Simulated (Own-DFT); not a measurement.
WC (WC crystal, strained, atoms displaced) (calculated)

All values are calculated (Own-DFT development build). A calculation, not a measurement: plane-wave density functional theory by an unreviewed code, no spin, of a simulated periodic cell, stress positive in tension, run twice, with PBE and with PBEsol, both on files made for PBE, so the change isn't that of files made for PBEsol, forces on such cells moved up to 12 meV/angstrom on a denser k mesh; the far tail of each file's local potential was reset to the Coulomb form; each entry is a single point on an unrelaxed cell, so the pressure reflects the starting lattice, taken from the Materials Project, from which strain is counted, and rises with the displacements; printed positions are rounded, which can move forces by about a meV/angstrom; the program, named Own-DFT, is a retired in-house code; no spin-orbit coupling; stress was not checked against mesh or cutoff.

Common to all runs: functional PBE, then PBEsol; potential files PseudoDojo norm-conserving, scalar-relativistic, standard set; wave cutoff 50 hartree; occupations cold (Marzari-Vanderbilt); smearing width 0.2 eV; k mesh 4 x 4 x 4 centred on Gamma.

(1) 
```cif
# cell vector a (Å): 5.8278 -5.1709 -2.9819
# cell vector b (Å): -0.0924 -4.9895 8.4330
# cell vector c (Å): -5.8222 -5.2194 -2.8841
data_WC
_symmetry_space_group_name_H-M 'P 1'
_symmetry_Int_Tables_number 1
_cell_length_a 8.3423
_cell_length_b 9.7989
_cell_length_c 8.3342
_cell_angle_alpha 88.415
_cell_angle_beta 88.633
_cell_angle_gamma 89.919
_cell_volume 680.82
loop_
_atom_site_label
_atom_site_type_symbol
_atom_site_fract_x
_atom_site_fract_y
_atom_site_fract_z
_atom_site_occupancy
W1 W 0.69526 0.87225 0.94030 1
C1 C 0.67575 0.95328 0.68691 1
W2 W 0.39237 0.75033 0.87019 1
C2 C 0.37827 0.83484 0.62610 1
W3 W 0.18736 0.37889 0.94864 1
C3 C 0.18177 0.45323 0.69293 1
W4 W 0.06563 0.63457 0.81305 1
C4 C 0.06587 0.70645 0.57004 1
W5 W 0.93313 0.87327 0.69156 1
C5 C 0.93930 0.95982 0.43736 1
W6 W 0.88188 0.25288 0.86906 1
C6 C 0.87266 0.33729 0.61943 1
W7 W 0.74932 0.50433 0.74853 1
C7 C 0.74561 0.58465 0.50018 1
W8 W 0.61931 0.75389 0.62363 1
C8 C 0.63724 0.83175 0.36738 1
W9 W 0.56509 0.11633 0.81001 1
C9 C 0.56477 0.20852 0.56391 1
W10 W 0.43534 0.37695 0.67470 1
C10 C 0.42629 0.46179 0.42205 1
W11 W 0.31252 0.62938 0.57355 1
C11 C 0.31475 0.70367 0.31895 1
W12 W 0.19554 0.87695 0.43120 1
C12 C 0.19444 0.95602 0.19747 1
W13 W 0.25165 0.99792 0.75406 1
C13 C 0.26179 0.07868 0.49778 1
W14 W 0.11978 0.25099 0.62379 1
C14 C 0.11970 0.33196 0.37304 1
W15 W 0.99350 0.50103 0.48671 1
C15 C 0.00197 0.57929 0.25110 1
W16 W 0.87225 0.75252 0.38391 1
C16 C 0.86842 0.83232 0.12026 1
W17 W 0.81805 0.12141 0.56523 1
C17 C 0.81813 0.20622 0.32454 1
W18 W 0.68197 0.37066 0.43848 1
C18 C 0.68754 0.46758 0.18552 1
W19 W 0.56944 0.62840 0.30940 1
C19 C 0.55134 0.70529 0.04507 1
W20 W 0.44389 0.87958 0.19438 1
C20 C 0.43300 0.96409 0.93247 1
W21 W 0.49451 0.99534 0.49113 1
C21 C 0.49835 0.08522 0.25106 1
W22 W 0.37287 0.24080 0.39112 1
C22 C 0.36419 0.33547 0.11792 1
W23 W 0.24221 0.50616 0.25342 1
C23 C 0.25947 0.58466 0.99853 1
W24 W 0.12124 0.74067 0.13843 1
C24 C 0.11712 0.83178 0.87466 1
W25 W 0.06419 0.12005 0.31900 1
C25 C 0.06192 0.21141 0.06570 1
W26 W 0.93791 0.37392 0.18408 1
C26 C 0.93572 0.45404 0.93335 1
W27 W 0.80452 0.62596 0.05119 1
C27 C 0.81788 0.70842 0.81139 1
W28 W 0.75228 0.00200 0.24363 1
C28 C 0.74457 0.08134 0.99888 1
W29 W 0.62345 0.24563 0.12934 1
C29 C 0.62973 0.33781 0.87915 1
W30 W 0.49346 0.49244 0.00631 1
C30 C 0.49739 0.58180 0.75717 1
W31 W 0.30681 0.12518 0.06971 1
C31 C 0.31089 0.20995 0.81639 1
W32 W 0.00026 0.00057 0.99834 1
C32 C 0.99671 0.07493 0.75463 1
_calc_PBE_pressure 0.6  # GPa
_calc_PBE_stress_xx -2.88  # GPa
_calc_PBE_stress_yy 5.52  # GPa
_calc_PBE_stress_zz -4.45  # GPa
_calc_PBE_stress_yz 9.81  # GPa
_calc_PBE_stress_xz -5.03  # GPa
_calc_PBE_stress_xy 2.19  # GPa
_calc_PBEsol_pressure -7.25  # GPa
_calc_PBEsol_stress_xx 4.82  # GPa
_calc_PBEsol_stress_yy 13.16  # GPa
_calc_PBEsol_stress_zz 3.78  # GPa
_calc_PBEsol_stress_yz 9.78  # GPa
_calc_PBEsol_stress_xz -5.02  # GPa
_calc_PBEsol_stress_xy 2.17  # GPa
_calc_rms_change_of_force_components_from_PBE_to_PBEsol 0.022  # eV/angstrom
```

Force:
| force element | PBE force x (eV/Å) | PBE force y (eV/Å) | PBE force z (eV/Å) | PBEsol force x (eV/Å) | PBEsol force y (eV/Å) | PBEsol force z (eV/Å) |
| --- | --- | --- | --- | --- | --- | --- |
| W | -0.771 | 1.583 | 1.845 | -0.758 | 1.576 | 1.819 |
| C | 1.084 | -1.159 | 0.184 | 1.068 | -1.148 | 0.178 |
| W | -4.009 | 1.546 | 1.59 | -3.942 | 1.549 | 1.562 |
| C | -0.22 | 0.533 | 0.171 | -0.208 | 0.523 | 0.163 |
| W | 1.95 | 2.504 | 0.625 | 1.915 | 2.476 | 0.605 |
| C | 0.755 | -0.507 | 0.888 | 0.756 | -0.508 | 0.87 |
| W | -0.509 | 1.508 | -3.104 | -0.51 | 1.504 | -3.052 |
| C | 0.413 | 0.56 | 1.045 | 0.405 | 0.546 | 1.031 |
| W | 1.64 | -0.129 | 0.583 | 1.609 | -0.132 | 0.564 |
| C | -0.451 | 0.234 | -0.774 | -0.449 | 0.231 | -0.759 |
| W | -2.232 | 0.972 | -0.624 | -2.204 | 0.955 | -0.619 |
| C | -0.275 | 0.058 | -0.543 | -0.263 | 0.06 | -0.538 |
| W | -0.067 | 0.656 | -0.938 | -0.07 | 0.643 | -0.933 |
| C | 0.12 | 0.235 | -0.19 | 0.126 | 0.228 | -0.186 |
| W | 1.228 | -0.111 | -1.981 | 1.205 | -0.111 | -1.958 |
| C | -1.557 | 0.298 | 0.802 | -1.54 | 0.299 | 0.793 |
| W | -0.724 | -1.67 | 2.968 | -0.717 | -1.645 | 2.919 |
| C | -0.367 | 0.619 | -0.793 | -0.362 | 0.618 | -0.774 |
| W | -2.272 | -1.425 | -1.631 | -2.238 | -1.395 | -1.61 |
| C | -0.708 | -1.724 | -1.337 | -0.71 | -1.713 | -1.321 |
| W | 1.278 | 2.313 | -0.519 | 1.259 | 2.279 | -0.507 |
| C | 0.317 | -0.64 | 1.153 | 0.309 | -0.63 | 1.142 |
| W | -2.796 | 0.273 | -1.74 | -2.741 | 0.259 | -1.713 |
| C | 0.39 | 1.343 | 0.579 | 0.379 | 1.301 | 0.569 |
| W | -0.002 | 0.301 | 0.975 | 0.001 | 0.287 | 0.952 |
| C | -2.596 | 0.753 | 0.058 | -2.55 | 0.749 | 0.054 |
| W | 0.15 | -0.854 | -0.929 | 0.156 | -0.832 | -0.911 |
| C | -0.093 | -0.333 | -0.334 | -0.106 | -0.325 | -0.325 |
| W | -1.997 | -2.405 | -1.929 | -1.973 | -2.361 | -1.906 |
| C | -0.848 | 0.829 | 1.05 | -0.834 | 0.803 | 1.022 |
| W | 2.138 | 0.532 | -0.069 | 2.107 | 0.54 | -0.068 |
| C | 0.209 | -1.089 | -0.872 | 0.208 | -1.068 | -0.85 |
| W | -1.024 | 0.744 | 1.106 | -1.003 | 0.729 | 1.103 |
| C | 0.508 | 1.191 | 0.928 | 0.5 | 1.173 | 0.914 |
| W | 1.404 | -0.819 | 1.229 | 1.39 | -0.821 | 1.205 |
| C | -0.377 | 1.111 | -1.699 | -0.373 | 1.101 | -1.672 |
| W | -1.295 | 1.477 | -0.224 | -1.277 | 1.463 | -0.222 |
| C | -0.378 | -3.091 | -1.441 | -0.357 | -3.059 | -1.428 |
| W | 0.868 | 2.921 | -0.444 | 0.833 | 2.864 | -0.438 |
| C | -0.521 | -0.5 | -1.537 | -0.501 | -0.493 | -1.512 |
| W | 0.344 | -3.281 | -0.963 | 0.321 | -3.224 | -0.942 |
| C | 0.078 | 0.13 | -0.235 | 0.07 | 0.133 | -0.237 |
| W | 3.168 | 0.442 | 4.556 | 3.129 | 0.431 | 4.482 |
| C | -0.806 | -1.282 | -1.986 | -0.789 | -1.256 | -1.952 |
| W | 1.835 | 0.295 | -3.117 | 1.817 | 0.308 | -3.057 |
| C | -1.314 | 0.304 | 0.732 | -1.3 | 0.296 | 0.711 |
| W | 2.502 | -0.424 | 3.923 | 2.462 | -0.423 | 3.859 |
| C | 0.141 | -1.537 | 0.087 | 0.134 | -1.502 | 0.103 |
| W | 0.893 | -0.006 | 1.951 | 0.885 | -0.015 | 1.923 |
| C | -0.058 | 0.555 | -0.66 | -0.05 | 0.541 | -0.648 |
| W | -1.313 | 0.026 | 0.136 | -1.292 | 0.002 | 0.133 |
| C | -0.067 | -1.13 | 1.067 | -0.07 | -1.114 | 1.051 |
| W | -0.032 | -1.761 | -2.025 | -0.031 | -1.732 | -1.989 |
| C | -0.583 | 0.742 | 0.208 | -0.582 | 0.721 | 0.202 |
| W | -0.924 | -0.772 | -1.039 | -0.923 | -0.746 | -1.035 |
| C | 0.679 | -0.611 | 0.339 | 0.669 | -0.604 | 0.33 |
| W | 0.844 | -0.408 | 1.79 | 0.833 | -0.398 | 1.763 |
| C | 0.065 | 1.194 | -0.696 | 0.066 | 1.167 | -0.687 |
| W | 2.448 | -1.088 | 1.452 | 2.427 | -1.09 | 1.464 |
| C | 1.256 | 0.582 | -0.061 | 1.242 | 0.57 | -0.049 |
| W | 1.758 | 0.049 | 0.246 | 1.735 | 0.05 | 0.239 |
| C | 0.44 | 0.268 | -0.056 | 0.432 | 0.269 | -0.057 |
| W | -0.588 | -0.31 | -0.875 | -0.582 | -0.285 | -0.854 |
| C | 0.871 | -0.62 | 1.098 | 0.855 | -0.614 | 1.085 |

(2) 
```cif
# cell vector a (Å): 5.7781 -5.1999 -2.8033
# cell vector b (Å): 0.1997 -4.9501 8.3756
# cell vector c (Å): -5.7574 -5.0667 -2.9978
data_WC
_symmetry_space_group_name_H-M 'P 1'
_symmetry_Int_Tables_number 1
_cell_length_a 8.2634
_cell_length_b 9.7311
_cell_length_c 8.2344
_cell_angle_alpha 90.842
_cell_angle_beta 88.751
_cell_angle_gamma 87.566
_cell_volume 661.31
loop_
_atom_site_label
_atom_site_type_symbol
_atom_site_fract_x
_atom_site_fract_y
_atom_site_fract_z
_atom_site_occupancy
W1 W 0.68105 0.87263 0.94016 1
C1 C 0.68159 0.96203 0.69613 1
W2 W 0.38159 0.75015 0.87952 1
C2 C 0.37144 0.82880 0.62263 1
W3 W 0.18795 0.37315 0.93178 1
C3 C 0.17932 0.44953 0.69033 1
W4 W 0.06428 0.62042 0.82030 1
C4 C 0.06167 0.70186 0.56663 1
W5 W 0.93577 0.87346 0.69059 1
C5 C 0.93719 0.95814 0.44408 1
W6 W 0.87930 0.25020 0.87554 1
C6 C 0.88019 0.33555 0.62372 1
W7 W 0.74969 0.50049 0.74897 1
C7 C 0.74929 0.58481 0.51173 1
W8 W 0.61603 0.74801 0.62048 1
C8 C 0.62629 0.83506 0.37024 1
W9 W 0.55821 0.12277 0.81360 1
C9 C 0.55269 0.21529 0.54911 1
W10 W 0.43688 0.36866 0.69013 1
C10 C 0.44530 0.45623 0.43282 1
W11 W 0.30900 0.61461 0.56047 1
C11 C 0.32658 0.70440 0.30515 1
W12 W 0.17758 0.87398 0.43091 1
C12 C 0.17400 0.95591 0.19239 1
W13 W 0.25207 0.00256 0.73965 1
C13 C 0.25024 0.07727 0.49822 1
W14 W 0.12529 0.25168 0.62496 1
C14 C 0.12556 0.33386 0.36484 1
W15 W 0.99978 0.49949 0.49635 1
C15 C 0.00659 0.58449 0.23928 1
W16 W 0.86512 0.75588 0.36605 1
C16 C 0.87585 0.84152 0.13406 1
W17 W 0.81036 0.12050 0.57377 1
C17 C 0.81443 0.20389 0.30626 1
W18 W 0.69771 0.37823 0.44319 1
C18 C 0.69501 0.46140 0.18725 1
W19 W 0.55287 0.61942 0.31718 1
C19 C 0.56343 0.70434 0.07408 1
W20 W 0.43350 0.88002 0.18496 1
C20 C 0.44611 0.95767 0.92740 1
W21 W 0.49149 0.99984 0.48868 1
C21 C 0.50199 0.07545 0.24478 1
W22 W 0.37738 0.24578 0.37086 1
C22 C 0.37219 0.32581 0.12534 1
W23 W 0.24842 0.49674 0.24855 1
C23 C 0.26654 0.58438 0.99131 1
W24 W 0.12771 0.75205 0.12997 1
C24 C 0.12532 0.82775 0.86777 1
W25 W 0.06642 0.12659 0.31987 1
C25 C 0.06082 0.20858 0.06652 1
W26 W 0.94203 0.37584 0.18814 1
C26 C 0.94911 0.45069 0.93230 1
W27 W 0.81769 0.62009 0.06298 1
C27 C 0.80970 0.70985 0.81667 1
W28 W 0.75053 0.99850 0.26095 1
C28 C 0.75525 0.08579 0.98895 1
W29 W 0.61724 0.25287 0.12635 1
C29 C 0.62325 0.32896 0.87953 1
W30 W 0.48981 0.49825 0.99334 1
C30 C 0.48921 0.58753 0.74883 1
W31 W 0.30997 0.12869 0.05955 1
C31 C 0.30796 0.20317 0.80555 1
W32 W 0.99665 0.99905 0.99162 1
C32 C 0.00012 0.07674 0.74581 1
_calc_PBE_pressure 11.65  # GPa
_calc_PBE_stress_xx -14.15  # GPa
_calc_PBE_stress_yy -5.15  # GPa
_calc_PBE_stress_zz -15.66  # GPa
_calc_PBE_stress_yz 9.7  # GPa
_calc_PBE_stress_xz 10.61  # GPa
_calc_PBE_stress_xy -4.89  # GPa
_calc_PBEsol_pressure 3.45  # GPa
_calc_PBEsol_stress_xx -6.09  # GPa
_calc_PBEsol_stress_yy 2.85  # GPa
_calc_PBEsol_stress_zz -7.1  # GPa
_calc_PBEsol_stress_yz 9.67  # GPa
_calc_PBEsol_stress_xz 10.57  # GPa
_calc_PBEsol_stress_xy -4.87  # GPa
_calc_rms_change_of_force_components_from_PBE_to_PBEsol 0.02  # eV/angstrom
```

Force:
| force element | PBE force x (eV/Å) | PBE force y (eV/Å) | PBE force z (eV/Å) | PBEsol force x (eV/Å) | PBEsol force y (eV/Å) | PBEsol force z (eV/Å) |
| --- | --- | --- | --- | --- | --- | --- |
| W | 1.292 | -1.713 | -0.355 | 1.282 | -1.68 | -0.33 |
| C | 1.467 | 1.365 | -1.015 | 1.444 | 1.333 | -1.008 |
| W | -0.459 | 1.619 | 2.09 | -0.448 | 1.61 | 2.052 |
| C | 0.369 | 0.491 | 0.292 | 0.369 | 0.479 | 0.287 |
| W | -0.833 | -0.918 | -0.999 | -0.816 | -0.901 | -0.981 |
| C | 1.508 | -0.918 | 1.031 | 1.482 | -0.91 | 1.016 |
| W | 1.017 | 0.763 | 1.937 | 1.012 | 0.769 | 1.912 |
| C | 0.368 | 0.135 | 0.792 | 0.362 | 0.128 | 0.775 |
| W | 0.021 | 1.002 | -0.723 | 0.024 | 0.971 | -0.696 |
| C | -0.099 | 0.388 | 0.287 | -0.097 | 0.384 | 0.283 |
| W | -0.565 | 0.997 | 0.17 | -0.543 | 0.988 | 0.159 |
| C | -0.537 | 0.528 | -0.489 | -0.532 | 0.513 | -0.478 |
| W | -1.035 | -0.648 | -0.377 | -1.001 | -0.636 | -0.372 |
| C | 1.487 | 1.02 | 0.255 | 1.457 | 1.012 | 0.241 |
| W | -0.131 | -2.093 | 0.288 | -0.135 | -2.058 | 0.273 |
| C | -1.252 | 0.825 | -0.328 | -1.238 | 0.813 | -0.318 |
| W | 0.634 | -0.727 | 0.862 | 0.618 | -0.714 | 0.848 |
| C | 0.421 | -0.968 | -2.75 | 0.41 | -0.953 | -2.71 |
| W | 0.376 | -0.091 | 2.09 | 0.353 | -0.084 | 2.072 |
| C | -1.086 | 0.762 | -0.77 | -1.078 | 0.75 | -0.758 |
| W | -0.555 | -1.383 | 1.983 | -0.533 | -1.373 | 1.957 |
| C | -2.733 | 1.145 | 1.36 | -2.701 | 1.14 | 1.345 |
| W | -0.08 | -1.7 | -2.762 | -0.07 | -1.687 | -2.698 |
| C | 1.788 | -0.518 | 0.673 | 1.754 | -0.517 | 0.656 |
| W | -1.857 | 0.459 | -2.442 | -1.831 | 0.453 | -2.402 |
| C | -0.012 | 0.207 | 1.141 | -0.011 | 0.204 | 1.122 |
| W | 0.278 | 1.516 | -0.834 | 0.271 | 1.494 | -0.836 |
| C | -0.605 | -0.892 | -0.805 | -0.595 | -0.879 | -0.791 |
| W | -0.675 | -0.703 | 0.349 | -0.675 | -0.691 | 0.32 |
| C | -1.304 | -0.284 | -0.032 | -1.287 | -0.274 | -0.031 |
| W | -0.331 | -1.735 | -4.368 | -0.314 | -1.726 | -4.294 |
| C | 1.334 | 1.846 | -0.552 | 1.309 | 1.814 | -0.553 |
| W | 1.241 | 0.729 | 2.484 | 1.242 | 0.716 | 2.44 |
| C | -0.759 | -1.145 | 0.408 | -0.752 | -1.141 | 0.404 |
| W | -0.359 | 2.741 | -0.135 | -0.362 | 2.713 | -0.12 |
| C | -0.709 | 0.915 | -0.553 | -0.704 | 0.899 | -0.549 |
| W | 3.396 | -1.996 | 0.442 | 3.353 | -1.979 | 0.443 |
| C | 1.014 | 0.786 | 0.641 | 0.994 | 0.782 | 0.639 |
| W | 0.143 | 0.775 | -1.949 | 0.144 | 0.764 | -1.944 |
| C | -2.081 | 0.285 | 0.523 | -2.049 | 0.273 | 0.514 |
| W | -0.651 | -2.405 | -2.066 | -0.638 | -2.364 | -2.029 |
| C | -0.14 | -0.611 | 1.705 | -0.155 | -0.608 | 1.683 |
| W | -0.844 | -0.202 | 1.524 | -0.83 | -0.181 | 1.504 |
| C | 0.373 | -0.461 | 1.29 | 0.365 | -0.455 | 1.271 |
| W | 1.062 | -0.684 | 0.441 | 1.052 | -0.685 | 0.434 |
| C | -3.081 | 1.518 | 0.742 | -3.043 | 1.5 | 0.734 |
| W | 1.084 | 1.73 | -0.071 | 1.066 | 1.707 | -0.071 |
| C | -0.3 | -1.135 | 0.267 | -0.304 | -1.116 | 0.265 |
| W | -0.223 | 2.296 | 0.997 | -0.213 | 2.274 | 0.981 |
| C | 0.95 | 0.612 | -0.446 | 0.943 | 0.601 | -0.436 |
| W | -0.511 | 1.147 | 0.013 | -0.5 | 1.12 | 0.014 |
| C | -1.551 | -0.057 | 1.385 | -1.527 | -0.063 | 1.368 |
| W | -0.846 | -0.006 | 1.85 | -0.828 | -0.017 | 1.823 |
| C | 0.442 | 0.471 | -0.707 | 0.435 | 0.465 | -0.704 |
| W | 1.489 | 0.753 | 2.922 | 1.462 | 0.761 | 2.866 |
| C | -1.735 | 0.135 | -0.483 | -1.707 | 0.14 | -0.474 |
| W | 2.144 | -0.911 | -1.848 | 2.119 | -0.882 | -1.824 |
| C | 0.715 | 0.207 | 0.563 | 0.695 | 0.209 | 0.554 |
| W | 1.466 | -3.128 | -2.268 | 1.445 | -3.081 | -2.238 |
| C | 1.293 | 0.236 | -1.713 | 1.271 | 0.233 | -1.69 |
| W | -0.238 | 1.287 | -2.006 | -0.225 | 1.255 | -1.977 |
| C | 0.043 | -1.002 | 0.259 | 0.045 | -0.993 | 0.261 |
| W | -0.963 | -1.751 | -1.052 | -0.956 | -1.727 | -1.032 |
| C | -0.074 | -0.908 | 0.839 | -0.084 | -0.894 | 0.83 |
